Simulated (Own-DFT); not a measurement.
# How strain changes the stress of C40 NbSi2, 36 atoms (Nb12Si24)

These are calculations, not measurements. The program, named Own-DFT, is a retired in-house plane-wave density functional code that no person has reviewed. Each row is one single-point run on a periodic cell that was not relaxed, without spin or spin-orbit coupling.

Settings of every run: PBE; PseudoDojo norm-conserving scalar-relativistic files; cutoff 42 hartree; 4 x 4 x 5 k mesh centred on Gamma; cold (Marzari-Vanderbilt) smearing of 0.2 eV.

Known limits: forces on such cells failed a check on a denser k mesh; stress not checked against mesh or cutoff.

Unstrained cell vectors in Å: (0.000, 8.324, 0.000); (-9.613, 0.000, 0.000); (0.000, 0.000, 6.586). The unstrained cell was taken from the Materials Project. The random moves and any unrelaxed bonds add to the pressure at no strain. Each run strains this cell uniformly, with the atoms carried along. Every atom was also moved at random, by a Gaussian of width 0.05 Å on each axis. Strain is the symmetric tensor, in per cent. Stress is positive in tension, and the pressure is minus a third of its trace.

| run | e_xx (%) | e_yy (%) | e_zz (%) | e_yz (%) | e_xz (%) | e_xy (%) | s_xx (GPa) | s_yy (GPa) | s_zz (GPa) | s_yz (GPa) | s_xz (GPa) | s_xy (GPa) | P (GPa) | E (meV/atom) |
|---|---|---|---|---|---|---|---|---|---|---|---|---|---|---|
| 1 | -0.02 | -0.33 | -0.40 | -1.93 | -1.50 | -0.09 | -3.16 | -5.20 | -6.26 | -6.84 | -4.48 | 0.13 | 4.87 | 31.8 |
| 2 | -0.49 | 1.35 | 0.90 | -1.88 | 1.26 | -0.60 | -2.14 | 2.26 | 0.62 | -5.20 | 3.78 | -2.50 | -0.25 | 11.8 |
| 3 | 1.64 | 1.22 | 1.89 | -1.12 | 1.76 | -1.09 | 4.82 | 4.03 | 6.23 | -2.80 | 4.54 | -2.68 | -5.02 | 16.9 |
| 4 | 0.71 | 0.85 | -0.80 | 1.77 | 0.57 | 1.34 | 0.06 | 0.30 | -6.34 | 5.92 | 1.95 | 3.95 | 2.00 | 16.3 |
| 5 | 0.09 | -0.40 | 1.77 | 1.92 | -1.88 | 0.82 | -1.32 | -1.79 | 2.40 | 5.30 | -5.90 | 2.51 | 0.23 | 21.6 |
| 6 | -1.96 | -0.50 | -0.66 | -0.79 | -1.44 | -0.26 | -10.92 | -6.58 | -8.82 | -2.65 | -4.54 | -0.83 | 8.77 | 20.3 |
| 7 | 1.88 | -0.01 | -1.90 | 1.99 | -0.90 | -1.99 | 2.22 | -2.54 | -12.19 | 6.12 | -2.16 | -5.53 | 4.17 | 33.5 |
| 8 | -1.52 | 1.81 | 1.08 | 0.85 | 1.45 | -1.76 | -6.37 | 3.19 | 1.00 | 2.56 | 4.23 | -5.41 | 0.72 | 23.2 |
| 9 | 0.45 | 0.89 | 1.33 | -0.09 | -0.53 | -1.74 | 0.63 | 2.24 | 3.34 | -0.39 | -1.23 | -4.55 | -2.07 | 0.0 |
| 10 | 1.83 | -1.95 | -1.71 | 1.58 | -1.17 | -1.74 | 1.34 | -10.50 | -12.93 | 5.52 | -3.66 | -4.84 | 7.37 | 41.2 |
| 11 | 1.47 | 1.82 | 1.38 | 0.43 | -1.25 | 0.07 | 4.69 | 5.82 | 4.93 | 0.68 | -3.42 | 0.31 | -5.15 | 5.3 |
| 12 | -1.10 | 1.32 | -0.04 | -1.39 | 1.78 | -1.36 | -6.00 | 1.85 | -4.19 | -3.93 | 5.24 | -3.94 | 2.78 | 16.5 |
| 13 | 0.14 | -0.75 | 0.65 | 0.63 | 0.47 | 0.80 | -2.25 | -4.77 | -1.25 | 2.43 | 1.88 | 1.95 | 2.76 | 10.4 |
| 14 | -0.65 | -1.85 | -0.55 | -0.05 | -0.29 | -1.05 | -6.15 | -11.59 | -8.53 | 0.01 | -0.80 | -3.49 | 8.76 | 22.0 |
| 15 | -1.05 | 1.56 | -0.80 | -1.60 | 1.85 | -1.56 | -6.28 | 1.90 | -7.65 | -4.61 | 6.09 | -4.54 | 4.01 | 28.1 |
| 16 | 0.74 | 0.06 | 1.53 | 1.96 | 0.32 | -0.30 | ? | ? | ? | ? | ? | ? | ? | ? |

E is the free energy for each atom above the lowest run shown.

## Worked fit

Each stress component was fitted by least squares to a constant and the strains of the runs shown, as fractions, with shears doubled. Shear strains stay in the fit of a normal stress only where such slopes are resolved. The slopes, in GPa:

| stress | at no strain | per e_xx | per e_yy | per e_zz | scatter |
|---|---|---|---|---|---|
| s_xx | -2.7 | 355 ± 8 | 58 ± 9 | 79 ± 9 | 0.38 |
| s_yy | -2.9 | 73 ± 13 | 380 ± 15 | 81 ± 15 | 0.61 |
| s_zz | -4.3 | 63 ± 11 | 87 ± 12 | 457 ± 13 | 0.51 |

Each shear stress against twice its own strain: yz 156 ± 3, xz 148 ± 5, xy 142 ± 5 GPa. These are stiffnesses along x, y and z of the frame in which the cell vectors are given, which need not be the crystal's axes. The atoms are held to the strained lattice; where symmetry lets them move under strain, relaxing them would lower some slopes. The table should be nearly symmetric about its diagonal, and what it lacks of that shows the noise. A ninth of its sum, 181 ± 5 GPa, estimates the bulk modulus near the mean pressure of these runs, 2.3 GPa, so it lies above the value at zero pressure.

## Withheld run

Question: what normal stresses and pressure should run 16 give?

The fit gives s_xx = 1.2, s_yy = -0.9, s_zz = 3.2 and P = -1.2 GPa. The calculation gave 1.52, -0.63, 3.26 and P = -1.38 GPa.
